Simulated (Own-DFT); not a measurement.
# Which defects push the lattice out? C40 NbSi2

Source: density functional calculations with Own-DFT, an unreviewed in-house program that is no longer used. Nothing was measured or relaxed, and spin and spin-orbit coupling are left out.

Settings: PBEsol; PseudoDojo norm-conserving scalar-relativistic files, made for PBE; cutoff 42 hartree; 4 x 4 x 5 k mesh centred on Gamma; cold (Marzari-Vanderbilt) smearing of 0.2 eV.

Keep in mind: forces on such cells failed a check on a denser k mesh; stress not checked against mesh or cutoff.

All runs share one cell, with vectors in Å (0.000, 8.324, 0.000); (-9.613, 0.000, 0.000); (0.000, 0.000, 6.586) and a volume of 527.0 Å³. u is the rms random offset of the atoms per axis. The defect's site can differ from row to row.

| cell | formula | u (Å) | P (GPa) |
|---|---|---|---|
| no defect | Nb12Si24 | 0.0204 | -2.11 |
| no defect | Nb12Si24 | 0.0478 | -1.25 |
| no defect | Nb12Si24 | 0.0479 | -1.21 |
| two Nb on a Si site each | Nb14Si22 | 0.0284 | 3.43 |
| two Nb on a Si site each | Nb14Si22 | 0.0311 | ? |
| two Nb on a Si site each | Nb14Si22 | 0.0487 | 4.89 |
| two Nb on a Si site each | Nb14Si22 | 0.0511 | 4.07 |
| two Si on a Nb site each | Nb10Si26 | 0.0283 | -1.73 |
| two Si on a Nb site each | Nb10Si26 | 0.0327 | -1.47 |
| two Si on a Nb site each | Nb10Si26 | 0.0463 | -1.20 |
| one Si vacancy | Nb12Si23 | 0.0266 | -2.74 |
| one Si vacancy | Nb12Si23 | 0.0420 | -2.18 |
| one Si vacancy | Nb12Si23 | 0.0456 | -2.02 |

## Fit

P = P0 + c u² + a shift for each defect gives P0 = -2.34 GPa, c = 491 ± 107 GPa/Å² and a scatter of 0.27 GPa. The shifts, and each times the cell's volume:

- two Nb on a Si site each: 5.52 ± 0.22 GPa, 18.2 eV (9.1 eV for each of its 2 sites)
- two Si on a Nb site each: 0.22 ± 0.22 GPa, 0.7 eV (0.4 eV for each of its 2 sites) (not resolved)
- one Si vacancy: -0.72 ± 0.22 GPa, -2.4 eV

Positive is outwards. The product with the volume (160.2 GPa Å³ to the eV) is nearly free of the cell's size; divided by the bulk modulus at the cell's pressure it gives the volume that the defect adds. The atoms around the defects weren't relaxed, which would change these numbers.

## Test on the hidden row

The question: what pressure belongs in the blank (two Nb on a Si site each, u = 0.0311 Å)?

Estimate: 3.66 ± 0.33 GPa. The hidden result is 3.58 GPa.
